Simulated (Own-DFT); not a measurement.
SiC (2H silicon carbide, atoms displaced) (calculated)

A calculation, not a measurement: plane-wave PBE density functional theory by an unreviewed code, no spin, of a simulated periodic cell, stress positive in tension, free energy of the whole cell less one offset for each atom, forces on such cells passed a denser k mesh, this cell's mesh not checked; offsets are fitted by least squares, one for each functional and potential file, so energies compare only between cells with the same atoms and settings and are not formation energies; the far tail of each file's local potential was reset to the Coulomb form; each entry is a single point on an unrelaxed cell, so the pressure reflects the starting lattice, mostly measured values (interpolated for alloys), from which strain is counted, and rises with the displacements; printed positions are rounded, which can move forces by about a meV/angstrom; the program, named Own-DFT, is a retired in-house code; no spin-orbit coupling. Program: Own-DFT development build.

Settings shared by all entries: functional PBE; potential files PseudoDojo norm-conserving, scalar-relativistic, standard set; wave cutoff 42 hartree; occupations Fermi-Dirac; smearing width 0.1 eV; hardware one NVIDIA H100; k mesh 4 x 4 x 3 centred on Gamma.

(1) SiC (2H silicon carbide, atoms displaced)

```
cell vectors (Å)
   9.2481     0.0000     0.0000
  -4.6241     8.0091     0.0000
   0.0000     0.0000    10.0681
atoms (fractions of the cell vectors)
Si  0.00274  0.00055  0.99524
Si  0.11141  0.22009  0.25218
C   0.99983  0.99732  0.18396
C   0.11370  0.22462  0.43834
Si  0.99558  0.99512  0.49524
Si  0.11408  0.22539  0.75491
C   0.00101  0.00117  0.68520
C   0.10919  0.22421  0.93583
Si  0.99669  0.33712  0.99961
Si  0.11069  0.55523  0.25272
C   0.99570  0.32751  0.18934
C   0.11421  0.55563  0.44181
Si  0.00342  0.33551  0.50098
Si  0.11065  0.55426  0.74845
C   0.99750  0.33267  0.69226
C   0.11578  0.55323  0.94026
Si  0.00551  0.66464  0.99769
Si  0.11345  0.89360  0.25225
C   0.99529  0.66503  0.18507
C   0.10699  0.88953  0.43994
Si  0.00402  0.66499  0.49937
Si  0.10326  0.88132  0.75647
C   0.99652  0.65784  0.68287
C   0.10427  0.88494  0.94002
Si  0.33284  0.00105  0.99998
Si  0.44061  0.22200  0.24831
C   0.32977  0.99700  0.18921
C   0.44795  0.22468  0.43255
Si  0.33132  0.99713  0.49597
Si  0.43905  0.21303  0.74927
C   0.32954  0.99869  0.68976
C   0.44556  0.22644  0.93629
Si  0.33813  0.33488  0.99872
Si  0.44684  0.55548  0.25484
C   0.33000  0.33010  0.18548
C   0.44785  0.56025  0.44136
Si  0.32683  0.32409  0.50103
Si  0.44403  0.55072  0.75247
C   0.33482  0.33529  0.68892
C   0.44124  0.55790  0.93280
Si  0.33294  0.66627  0.99782
Si  0.44103  0.88999  0.25660
C   0.33740  0.66730  0.18512
C   0.45386  0.88958  0.43911
Si  0.33685  0.66041  0.49650
Si  0.44542  0.88730  0.74769
C   0.33315  0.67200  0.68709
C   0.44222  0.89209  0.93440
Si  0.67103  0.00629  0.00190
Si  0.79018  0.22501  0.25068
C   0.67080  0.00332  0.18865
C   0.77738  0.22212  0.43900
Si  0.66808  0.99692  0.50306
Si  0.77565  0.22285  0.75025
C   0.66796  0.99479  0.68557
C   0.77646  0.21848  0.93952
Si  0.66399  0.32946  0.99512
Si  0.77167  0.55387  0.24529
C   0.66105  0.33502  0.18814
C   0.77561  0.55782  0.44023
Si  0.66396  0.33012  0.50564
Si  0.77845  0.55959  0.75439
C   0.66732  0.33310  0.69153
C   0.77501  0.54945  0.93205
Si  0.66398  0.66338  0.00372
Si  0.77708  0.89723  0.25409
C   0.65722  0.66462  0.18870
C   0.78424  0.89752  0.43570
Si  0.66431  0.66345  0.49431
Si  0.77671  0.89293  0.74829
C   0.66839  0.66911  0.68774
C   0.78059  0.89205  0.93546
```

- free energy of cell above offsets: -9.948 eV
- pressure: 3.99 GPa
- stress xx: -3.95 GPa
- stress yy: -1.84 GPa
- stress zz: -6.17 GPa
- stress yz: -0.22 GPa
- stress xz: 0.18 GPa
- stress xy: 0.01 GPa
- wall time: 357.5 s

Force:
| element | x (eV/Å) | y (eV/Å) | z (eV/Å) |
| --- | --- | --- | --- |
| Si | -1.239 | 0.261 | 0.76 |
| Si | -0.159 | -0.118 | -1.016 |
| C | -0.414 | 0.501 | 0.797 |
| C | -0.517 | -0.783 | -0.161 |
| Si | 0.556 | 1.463 | 1.646 |
| Si | -0.383 | -0.663 | -1.469 |
| C | -0.071 | -0.108 | 0.488 |
| C | 0.687 | 0.07 | 1.238 |
| Si | 1.119 | -1.14 | 0.37 |
| Si | 0.016 | 0.039 | -0.863 |
| C | 1.686 | 1.761 | -0.554 |
| C | 0.153 | 0.052 | -1.005 |
| Si | -0.713 | -0.766 | 0.602 |
| Si | 0.285 | 0.172 | 0.207 |
| C | 0.634 | -0.057 | -0.684 |
| C | -1.127 | 0.485 | -0.906 |
| Si | -1.331 | -0.381 | 0.529 |
| Si | -0.719 | -1.413 | -0.689 |
| C | 0.654 | 0.205 | 0.742 |
| C | 1.338 | -0.562 | -0.737 |
| Si | -1.488 | 0.114 | -0.185 |
| Si | 0.307 | 0.527 | -2.006 |
| C | -0.263 | 1.064 | 1.588 |
| C | 1.349 | 0.224 | -0.162 |
| Si | -0.176 | -0.144 | -0.13 |
| Si | 0.686 | -0.007 | -0.282 |
| C | 0.351 | 0.55 | -0.083 |
| C | -0.666 | -0.842 | 1.31 |
| Si | 0.311 | 0.511 | 0.958 |
| Si | 0.03 | 1.567 | -0.015 |
| C | 0.236 | -0.949 | -0.716 |
| C | -0.032 | -1.261 | 0.052 |
| Si | -1.537 | 0.254 | -0.089 |
| Si | -1.229 | -0.605 | -0.904 |
| C | 0.005 | 0.689 | 0.581 |
| C | 0.325 | -2.133 | -0.912 |
| Si | 1.1 | 1.464 | 0.172 |
| Si | -0.259 | 1.603 | -1.435 |
| C | 0.075 | -0.967 | -0.235 |
| C | 1.058 | -0.461 | 1.572 |
| Si | 0.488 | 0.854 | 0.353 |
| Si | 1.339 | -0.086 | -1.685 |
| C | -0.778 | -0.083 | 1.087 |
| C | -1.77 | -0.711 | 0.258 |
| Si | -1.359 | 1.705 | 1.476 |
| Si | -0.475 | 0.608 | 0.102 |
| C | 0.779 | -1.645 | -0.249 |
| C | 0.768 | -0.178 | 0.774 |
| Si | -0.087 | -1.855 | -0.156 |
| Si | -3.592 | -0.695 | 0.594 |
| C | -1.232 | 0.12 | 0.11 |
| C | 0.512 | 0.127 | 0.329 |
| Si | 0.206 | 1.243 | -0.645 |
| Si | 0.545 | -0.681 | -0.031 |
| C | -1.399 | 1.329 | 0.559 |
| C | -0.365 | 1.146 | -0.65 |
| Si | 0.171 | 0.464 | 1.147 |
| Si | 0.336 | 0.33 | 0.985 |
| C | 1.317 | -0.771 | -0.772 |
| C | 1.187 | -0.799 | -0.905 |
| Si | 0.361 | 0.825 | -1.062 |
| Si | -0.107 | -0.624 | -2.222 |
| C | -0.815 | -0.251 | -0.098 |
| C | 0.299 | 0.919 | 2.233 |
| Si | -0.086 | 0.784 | -1.317 |
| Si | 1.111 | -1.26 | -1.599 |
| C | 1.401 | 1.049 | 0.239 |
| C | -0.847 | -1.743 | 0.363 |
| Si | 0.702 | 1.404 | 1.714 |
| Si | 1.433 | -0.947 | 0.32 |
| C | -0.281 | -0.225 | -0.291 |
| C | -0.398 | -0.569 | 0.667 |

(2) SiC (2H silicon carbide, atoms displaced)

```
cell vectors (Å)
   9.2481     0.0000     0.0000
  -4.6241     8.0091     0.0000
   0.0000     0.0000    10.0681
atoms (fractions of the cell vectors)
Si  0.00194  0.00064  0.99747
Si  0.10968  0.21757  0.25385
C   0.00401  0.00180  0.18655
C   0.11765  0.22640  0.43762
Si  0.99999  0.00333  0.50708
Si  0.11671  0.22557  0.74818
C   0.00584  0.00966  0.69051
C   0.10683  0.21729  0.93730
Si  0.99692  0.33312  0.99549
Si  0.11355  0.55956  0.24943
C   0.99435  0.33195  0.18519
C   0.11793  0.55703  0.43377
Si  0.00301  0.33975  0.50208
Si  0.11069  0.55228  0.75205
C   0.00719  0.33764  0.68393
C   0.10695  0.55399  0.93987
Si  0.99466  0.66056  0.99580
Si  0.10898  0.88557  0.25257
C   0.00491  0.67453  0.18471
C   0.11249  0.88925  0.43818
Si  0.99893  0.66534  0.49422
Si  0.10872  0.88846  0.74219
C   0.99830  0.67708  0.68487
C   0.10624  0.88489  0.93693
Si  0.32917  0.99652  0.00463
Si  0.44573  0.22473  0.24809
C   0.33102  0.00160  0.19036
C   0.45168  0.22124  0.43835
Si  0.33732  0.99986  0.50037
Si  0.44469  0.22121  0.75267
C   0.32867  0.99613  0.68808
C   0.44821  0.22521  0.93922
Si  0.33179  0.32974  0.00023
Si  0.44340  0.55288  0.25127
C   0.33664  0.33100  0.19072
C   0.44098  0.55056  0.43818
Si  0.33009  0.32905  0.48857
Si  0.44054  0.55949  0.74873
C   0.33766  0.33423  0.68343
C   0.44512  0.55345  0.94029
Si  0.32978  0.66350  0.99885
Si  0.44802  0.88725  0.24839
C   0.33170  0.66498  0.19016
C   0.44299  0.88541  0.43575
Si  0.33219  0.66342  0.49532
Si  0.44775  0.89261  0.74875
C   0.33637  0.67008  0.68570
C   0.44728  0.89110  0.93994
Si  0.66183  0.00597  0.00358
Si  0.77857  0.22397  0.25238
C   0.66391  0.00009  0.18532
C   0.77516  0.22016  0.43967
Si  0.67639  0.00260  0.50454
Si  0.77906  0.22271  0.75056
C   0.66179  0.99906  0.69489
C   0.78213  0.22482  0.94231
Si  0.66281  0.33563  0.00165
Si  0.77924  0.55848  0.24901
C   0.66929  0.33854  0.18661
C   0.78272  0.56065  0.43165
Si  0.66063  0.33075  0.49965
Si  0.78089  0.55663  0.74694
C   0.66649  0.33258  0.69025
C   0.77288  0.54804  0.93423
Si  0.66706  0.66954  0.99723
Si  0.78104  0.88578  0.25426
C   0.66935  0.67175  0.18724
C   0.77584  0.89376  0.43726
Si  0.66907  0.66749  0.50226
Si  0.78366  0.89221  0.74807
C   0.67295  0.66446  0.68898
C   0.77858  0.88926  0.93424
```

- free energy of cell above offsets: -10.270 eV
- pressure: 3.89 GPa
- stress xx: -2.74 GPa
- stress yy: -3.55 GPa
- stress zz: -5.37 GPa
- stress yz: -0.36 GPa
- stress xz: -0.34 GPa
- stress xy: -0.86 GPa
- wall time: 369.3 s

Force:
| element | x (eV/Å) | y (eV/Å) | z (eV/Å) |
| --- | --- | --- | --- |
| Si | -0.631 | -0.914 | 0.388 |
| Si | -0.472 | 0.894 | -1.335 |
| C | -0.455 | -0.581 | 0.497 |
| C | -1.948 | -1.267 | 0.207 |
| Si | 0.645 | -0.121 | -1.67 |
| Si | 0.262 | 0.7 | 0.393 |
| C | -0.388 | -1.002 | -0.581 |
| C | 0.408 | 1.326 | -0.291 |
| Si | 0.974 | -0.335 | 1.437 |
| Si | -0.459 | -0.912 | -0.793 |
| C | 1.277 | 0.471 | 0.618 |
| C | -1.58 | -0.279 | 0.692 |
| Si | 0.179 | -0.668 | -1.391 |
| Si | -0.452 | 1.652 | -0.686 |
| C | -0.842 | -0.639 | 1.167 |
| C | 0.745 | -0.042 | -0.847 |
| Si | -0.523 | 1.052 | 0.57 |
| Si | 0.111 | 1.366 | -0.503 |
| C | -0.178 | -1.61 | 0.215 |
| C | -0.449 | 0.316 | 0.474 |
| Si | 0.656 | 0.56 | 0.708 |
| Si | 0.221 | 0.931 | 1.966 |
| C | 1.434 | -2.514 | -0.491 |
| C | 0.589 | 0.166 | -0.662 |
| Si | -0.027 | 0.246 | -0.835 |
| Si | 1.03 | -0.671 | 0.473 |
| C | 0.764 | -0.378 | 0.07 |
| C | -1.934 | -0.389 | -0.84 |
| Si | -0.222 | -0.406 | -0.325 |
| Si | -0.284 | 0.12 | -0.533 |
| C | 0.779 | 0.887 | -0.11 |
| C | -0.819 | -1.28 | 0.054 |
| Si | -0.194 | 0.275 | 0.127 |
| Si | 0.192 | 0.535 | -0.511 |
| C | -1.307 | 0.374 | -0.473 |
| C | 0.838 | 0.808 | -0.192 |
| Si | 1.782 | 0.602 | 2.307 |
| Si | 1.822 | -0.849 | 0.102 |
| C | -0.408 | 0.152 | 0.181 |
| C | -0.876 | 0.043 | -0.578 |
| Si | 0.587 | 0.567 | 0.556 |
| Si | -1.089 | 0.361 | 0.282 |
| C | 0.476 | -0.021 | -0.785 |
| C | 0.905 | 0.52 | 0.626 |
| Si | 0.513 | 0.854 | 0.711 |
| Si | -1.277 | -0.917 | 0.859 |
| C | -0.795 | -0.139 | 0.144 |
| C | -1.068 | -0.633 | -0.434 |
| Si | 1.988 | -0.784 | -0.903 |
| Si | -0.373 | -0.397 | -0.65 |
| C | 0.993 | 0.201 | 1.299 |
| C | 0.605 | 0.861 | 0.274 |
| Si | -2.699 | -0.255 | -0.217 |
| Si | 0.048 | 0.291 | 0.428 |
| C | 1.959 | 0.665 | -1.491 |
| C | -1.624 | -0.158 | -1.26 |
| Si | 1.334 | -0.385 | -0.213 |
| Si | 0.184 | 0.233 | -0.932 |
| C | -0.079 | -0.446 | 0.565 |
| C | -0.673 | -0.98 | 1.214 |
| Si | 1.672 | 1.116 | 0.49 |
| Si | -0.138 | -0.611 | 0.572 |
| C | 0.311 | 0.038 | -0.682 |
| C | -0.124 | 1.326 | 0.348 |
| Si | 0.452 | -0.046 | 0.127 |
| Si | -0.846 | 1.358 | -1.613 |
| C | -0.108 | -0.943 | 0.071 |
| C | 1.728 | -0.859 | 1.012 |
| Si | -0.319 | -0.235 | -0.519 |
| Si | -0.669 | -0.586 | 0.769 |
| C | -1.681 | 0.94 | -0.365 |
| C | -0.454 | 0.446 | 0.721 |

(3) SiC (2H silicon carbide, atoms displaced)

```
cell vectors (Å)
   9.2481     0.0000     0.0000
  -4.6241     8.0091     0.0000
   0.0000     0.0000    10.0681
atoms (fractions of the cell vectors)
Si  0.99851  0.99612  0.00294
Si  0.10831  0.21828  0.24400
C   0.00130  0.00343  0.19394
C   0.11186  0.22735  0.43754
Si  0.00140  0.00270  0.50294
Si  0.11495  0.22509  0.74941
C   0.99744  0.00041  0.68779
C   0.10113  0.21798  0.93648
Si  0.00528  0.33572  0.00224
Si  0.11097  0.55126  0.24796
C   0.00387  0.33346  0.18845
C   0.11554  0.55482  0.43660
Si  0.00748  0.33542  0.50627
Si  0.11160  0.55875  0.74944
C   0.00633  0.33694  0.68968
C   0.10751  0.55757  0.93672
Si  0.99969  0.66684  0.99815
Si  0.11477  0.89160  0.25397
C   0.00279  0.67305  0.18624
C   0.11937  0.89293  0.44078
Si  0.99694  0.66644  0.49922
Si  0.11120  0.88884  0.75105
C   0.99708  0.65929  0.68468
C   0.11024  0.88879  0.93689
Si  0.33890  0.00542  0.99504
Si  0.44278  0.22212  0.24781
C   0.33736  0.00521  0.18468
C   0.44781  0.22082  0.43243
Si  0.33366  0.99613  0.49620
Si  0.44742  0.22130  0.75310
C   0.33263  0.00091  0.68776
C   0.44116  0.21236  0.93419
Si  0.33536  0.32950  0.99688
Si  0.44679  0.56003  0.24738
C   0.33494  0.33688  0.18387
C   0.43868  0.55519  0.43824
Si  0.33473  0.33320  0.49840
Si  0.43867  0.55277  0.75188
C   0.32337  0.33150  0.69037
C   0.44368  0.55375  0.93920
Si  0.33157  0.66820  0.99552
Si  0.44522  0.89221  0.25083
C   0.33009  0.66538  0.19063
C   0.44146  0.88793  0.43463
Si  0.32679  0.66281  0.49372
Si  0.44829  0.88543  0.74851
C   0.32731  0.66501  0.68427
C   0.44022  0.88860  0.93895
Si  0.67141  0.00538  0.00192
Si  0.77786  0.22527  0.25042
C   0.67215  0.99986  0.18935
C   0.77657  0.21846  0.43462
Si  0.66996  0.00104  0.50577
Si  0.78382  0.23006  0.74735
C   0.66752  0.00119  0.68207
C   0.77443  0.22258  0.93476
Si  0.67189  0.33504  0.00230
Si  0.78643  0.55602  0.24392
C   0.66393  0.32926  0.18592
C   0.77880  0.55566  0.43860
Si  0.66595  0.32931  0.50016
Si  0.78258  0.55878  0.74411
C   0.66640  0.33106  0.68602
C   0.77668  0.55433  0.94349
Si  0.66437  0.66557  0.00397
Si  0.77536  0.89132  0.24581
C   0.66529  0.66564  0.19212
C   0.78378  0.89340  0.43643
Si  0.66709  0.66655  0.49852
Si  0.77379  0.89154  0.75033
C   0.66461  0.66712  0.68505
C   0.77957  0.89116  0.93523
```

* free energy of cell above offsets: -10.343 eV
* pressure: 3.89 GPa
* stress xx: -3.14 GPa
* stress yy: -2.83 GPa
* stress zz: -5.71 GPa
* stress yz: 0.26 GPa
* stress xz: 0.4 GPa
* stress xy: -0.03 GPa
* wall time: 381.3 s

Force:
| element | x (eV/Å) | y (eV/Å) | z (eV/Å) |
| --- | --- | --- | --- |
| Si | -0.1 | 0.56 | -0.407 |
| Si | 0.642 | 1.626 | 1.633 |
| C | 0.251 | -1.528 | -1.409 |
| C | 0.925 | -0.959 | -0.328 |
| Si | 0.324 | 0.203 | -0.778 |
| Si | -1.439 | -1.509 | 0.654 |
| C | 0.292 | -0.065 | 0.457 |
| C | 1.829 | 0.333 | 0.393 |
| Si | -1.255 | -0.212 | -0.718 |
| Si | -0.358 | 0.878 | 0.555 |
| C | -1.099 | -0.185 | -0.44 |
| C | -2.173 | -0.496 | -0.207 |
| Si | -1.228 | -0.077 | -1.57 |
| Si | 0.144 | -0.464 | 0.071 |
| C | -0.638 | -0.13 | 0.177 |
| C | 0.83 | -0.358 | 0.03 |
| Si | -0.208 | 0.53 | 0.345 |
| Si | -0.008 | 0.248 | -0.51 |
| C | 0.977 | -0.614 | 0.1 |
| C | -1.622 | -0.838 | -0.364 |
| Si | 1.165 | 0.03 | -0.453 |
| Si | -0.303 | -0.045 | -0.703 |
| C | 0.015 | 1.583 | 0.405 |
| C | 0.261 | 0.062 | 0.348 |
| Si | -0.909 | -2.106 | 1.089 |
| Si | -0.05 | 0.526 | -0.119 |
| C | -0.254 | -0.639 | 0.029 |
| C | -0.736 | 0.121 | 1.059 |
| Si | 0.347 | 1.161 | 1.118 |
| Si | -0.903 | -0.108 | -1.467 |
| C | 0.667 | -0.353 | -0.215 |
| C | 0.26 | 2.82 | 0.68 |
| Si | -1.026 | -0.133 | 0.05 |
| Si | -0.557 | -0.914 | 0.751 |
| C | 0.091 | -0.544 | 0.318 |
| C | 1.398 | 0.048 | -0.435 |
| Si | -0.211 | -0.145 | 0.048 |
| Si | 0.444 | 0.428 | -0.792 |
| C | 2.907 | 0.573 | -0.662 |
| C | -0.246 | 0.095 | -0.263 |
| Si | 0.095 | -0.342 | 1.247 |
| Si | 0.236 | -0.374 | -0.684 |
| C | 0.426 | 0.819 | -1.206 |
| C | 1.126 | -0.077 | 0.816 |
| Si | 1.051 | 1.157 | 0.918 |
| Si | -1.444 | 0.615 | -0.103 |
| C | 0.955 | 0.341 | 0.364 |
| C | 1.614 | 0.172 | -0.582 |
| Si | -0.47 | -0.849 | -0.522 |
| Si | 0.769 | -0.683 | -0.115 |
| C | -1.747 | 0.806 | -0.672 |
| C | 0.426 | 0.857 | 1.321 |
| Si | -0.319 | -0.505 | -2.971 |
| Si | -0.025 | -1.097 | 0.248 |
| C | -0.141 | 0.505 | 2.361 |
| C | 1.101 | 0.432 | 0.491 |
| Si | -0.885 | -0.645 | -0.867 |
| Si | -1.665 | -0.207 | 1.32 |
| C | 0.402 | 0.794 | 0.334 |
| C | -0.071 | -0.454 | -0.757 |
| Si | 0.172 | 0.41 | -0.762 |
| Si | -1.391 | -0.723 | 1.204 |
| C | -0.244 | 0.664 | 0.288 |
| C | -0.163 | 0.344 | -1.328 |
| Si | 0.136 | 0.391 | -0.626 |
| Si | 1.453 | -0.624 | 1.66 |
| C | 0.743 | 0.451 | -0.783 |
| C | -0.617 | -0.738 | 0.125 |
| Si | -0.555 | 0.384 | -0.445 |
| Si | 1.117 | -0.478 | -0.575 |
| C | -0.013 | -0.149 | 0.77 |
| C | -0.522 | -0.603 | 1.06 |
